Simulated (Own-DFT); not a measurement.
# Shaking the atoms of 3C SiC, 64 atoms (C32Si32)

Calculated results; nothing here was measured. The program, named Own-DFT, is a retired in-house plane-wave density functional code that no person has reviewed. Each row is one single-point run on a periodic cell that was not relaxed, without spin or spin-orbit coupling.

Settings of every run: PBE; PseudoDojo norm-conserving scalar-relativistic files; cutoff 42 hartree; 4 x 4 x 4 k mesh centred on Gamma; Fermi-Dirac smearing of 0.1 eV.

Known limits, some of them of some rows only: some atoms lie very close together; forces on such cells passed a denser k mesh, each cell not checked; stress not checked against mesh or cutoff.

Cell vectors in Å: (8.719, 0.000, 0.000); (0.000, 8.719, 0.000); (0.000, 0.000, 8.719). In each run every atom was moved at random and independently from its ideal site; u is the rms move along one axis. E is the free energy for each atom above the fitted value at u = 0, and F the rms of the force components.

| run | u (Å) | E (meV/atom) | F (eV/Å) | largest force (eV/Å) | P (GPa) |
|---|---|---|---|---|---|
| 1 | 0.0296 | 39.0 | 0.840 | 2.65 | 3.76 |
| 2 | 0.0311 | 38.9 | 0.819 | 2.56 | 3.79 |
| 3 | 0.0598 | 141.2 | 1.777 | 6.45 | 6.50 |
| 4 | 0.0614 | 173.6 | 2.292 | 13.01 | 6.96 |
| 5 | 0.0627 | 156.1 | 1.866 | 6.07 | 6.70 |
| 6 | 0.0980 | ? | ? | ? | ? |
| 7 | 0.1058 | 482.1 | 4.008 | 22.11 | 14.49 |
| 8 | 0.1520 | 852.1 | 5.468 | 27.08 | 22.29 |

## Worked fit

For small independent moves the energy grows as E = (3/2) K u², with K the mean stiffness felt by one atom. The runs with u up to 0.11 Å give K = 28.1 ± 1.3 eV/Å², with residuals divided by u² + 0.0006 Å², since the noise grows with the moves. The scatter is 7.8 meV/atom at u = 0.05 Å. The forces follow F = G u with G = 31.9 eV/Å²; no force at u = 0 is resolved. G exceeds K because the moves of its neighbours add to the force on an atom, and stiffness differs between atoms. At u = 0.152 Å the parabola gives 973 meV/atom and the run 852. The pressure follows P = 2.81 + 1044 u² GPa: at fixed volume, shortened bonds push harder than stretched ones pull.

## Withheld run

Question: what energy and rms force should run 6 give?

The fit gives 405 ± 32 meV/atom and about 3.13 eV/Å. The calculation gave 351.9 meV/atom and 2.985 eV/Å.
